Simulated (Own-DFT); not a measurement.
# Strain and stress in wurtzite GaN, 72 atoms (Ga36N36)

All numbers below are calculated, not measured. They come from Own-DFT, an in-house plane-wave density functional program, since retired, whose code no person has reviewed. Each row is one single-point run on a periodic cell that was not relaxed, without spin or spin-orbit coupling.

Settings of every run: PBE; PseudoDojo norm-conserving scalar-relativistic files (stringent for Ga); cutoff 96 hartree; 4 x 4 x 3 k mesh centred on Gamma; Gaussian smearing of 0.01 eV.

Known limits: forces not confirmed at this smearing and k mesh; stress not checked against mesh or cutoff.

Unstrained cell vectors in Å: (9.567, 0.000, 0.000); (-4.783, 8.285, 0.000); (0.000, 0.000, 10.370). The unstrained cell has measured lattice constants (interpolated for alloys), not those of this functional. That, the random moves and any unrelaxed bonds set the pressure at no strain. Each run strains this cell uniformly, with the atoms carried along. Every atom was also moved at random, by a Gaussian of width 0.05 Å on each axis. Strain is the symmetric tensor, in per cent. Stress is positive in tension, and the pressure is minus a third of its trace.

| run | e_xx (%) | e_yy (%) | e_zz (%) | e_yz (%) | e_xz (%) | e_xy (%) | s_xx (GPa) | s_yy (GPa) | s_zz (GPa) | s_yz (GPa) | s_xz (GPa) | s_xy (GPa) | P (GPa) | E (meV/atom) |
|---|---|---|---|---|---|---|---|---|---|---|---|---|---|---|
| 1 | -0.42 | -1.25 | -0.39 | -0.49 | -0.15 | -1.57 | -11.60 | -12.69 | -10.57 | -2.03 | -0.32 | -2.90 | 11.62 | 38.7 |
| 2 | -1.65 | -0.52 | -0.90 | 0.15 | -1.61 | -0.53 | -14.18 | -11.83 | -14.76 | 0.42 | -3.92 | -2.23 | 13.59 | 36.3 |
| 3 | 1.75 | -1.39 | -1.92 | -1.65 | -1.41 | 1.04 | -2.87 | -12.11 | -17.03 | -3.72 | -3.16 | 2.98 | 10.67 | 41.2 |
| 4 | -1.14 | 0.48 | -1.59 | -0.48 | -1.68 | -1.52 | -10.37 | -7.18 | -18.68 | -1.47 | -4.53 | -2.97 | 12.08 | 42.1 |
| 5 | -1.38 | -0.76 | -1.86 | 1.44 | 1.83 | 1.70 | -15.58 | -14.47 | -19.71 | 3.86 | 4.51 | 7.02 | 16.59 | 70.4 |
| 6 | 1.92 | 0.00 | 0.30 | 0.21 | 0.66 | 1.33 | 1.49 | -6.09 | -4.10 | 0.33 | 1.69 | 3.83 | 2.90 | 13.4 |
| 7 | 1.29 | 1.78 | 1.29 | 1.11 | -1.14 | 0.70 | 1.11 | 1.22 | 0.28 | 2.36 | -1.86 | 1.30 | -0.87 | 10.8 |
| 8 | 1.64 | -0.79 | 1.45 | -0.44 | 0.02 | 1.89 | 0.67 | -6.18 | -3.31 | -1.35 | -0.08 | 5.05 | 2.94 | 16.5 |
| 9 | -1.03 | -1.70 | 0.58 | 1.02 | 1.26 | -0.57 | -15.63 | -17.68 | -3.62 | 2.62 | 2.48 | -2.09 | 12.31 | 47.5 |
| 10 | 0.68 | 1.60 | 1.28 | -0.89 | -1.90 | -0.30 | -2.92 | 0.32 | 0.16 | -1.78 | -3.61 | 0.17 | 0.82 | 17.2 |
| 11 | -0.69 | -0.18 | -0.81 | 1.74 | -1.55 | -0.50 | -10.82 | -8.62 | -11.78 | 3.83 | -3.58 | -1.42 | 10.41 | 28.9 |
| 12 | 0.80 | 1.78 | 1.06 | -0.07 | 1.26 | 0.32 | -0.83 | 2.09 | -1.32 | -0.18 | 1.90 | 1.30 | 0.02 | 0.6 |
| 13 | 1.99 | 0.75 | 1.79 | -0.13 | 0.54 | 1.18 | 2.80 | -1.43 | 2.58 | -0.03 | 1.15 | 2.57 | -1.32 | 0.0 |
| 14 | 0.76 | 0.17 | 0.59 | -0.93 | -0.67 | 0.57 | -3.09 | -3.98 | -4.63 | -1.93 | -0.81 | 1.08 | 3.90 | 13.2 |
| 15 | -0.69 | 0.89 | 1.12 | 1.07 | -0.05 | 1.63 | -8.91 | -2.92 | -2.64 | 1.79 | 0.42 | 5.64 | 4.82 | 19.2 |
| 16 | -1.44 | -1.16 | -1.35 | -1.27 | -0.27 | 0.01 | -15.21 | -16.78 | -15.78 | -2.25 | -0.07 | 0.92 | 15.92 | 56.6 |
| 17 | 1.14 | 1.35 | 1.36 | 1.34 | 0.47 | -0.31 | ? | ? | ? | ? | ? | ? | ? | ? |

E is the free energy for each atom above the lowest run shown.

## Worked fit

Each stress component was fitted by least squares to a constant and the strains of the runs shown, as fractions, with shears doubled. Shear strains stay in the fit of a normal stress only where such slopes are resolved. The slopes, in GPa:

```
stress,at no strain,per e_xx,per e_yy,per e_zz,scatter
s_xx,-7.3,438 ± 23,159 ± 27,11 ± 27,1.00
s_yy,-7.5,132 ± 30,432 ± 36,56 ± 36,1.30
s_zz,-8.1,52 ± 35,20 ± 41,533 ± 41,1.50
```

Each shear stress against twice its own strain: yz 108 ± 8, xz 103 ± 7, xy 142 ± 14 GPa. These are stiffnesses along x, y and z of the frame in which the cell vectors are given, which need not be the crystal's axes. The atoms are held to the strained lattice; where symmetry lets them move under strain, relaxing them would lower some slopes. The table should be nearly symmetric about its diagonal, and what it lacks of that shows the noise. A ninth of its sum, 204 ± 3 GPa, estimates the bulk modulus near the mean pressure of these runs, 7.3 GPa, so it lies above the value at zero pressure.

## Withheld run

Question: what normal stresses and pressure should run 17 give?

The fit gives s_xx = 0.0, s_yy = 0.6, s_zz = 0.0 and P = -0.2 GPa. The calculation gave -0.87, 0.36, 0.69 and P = -0.06 GPa.
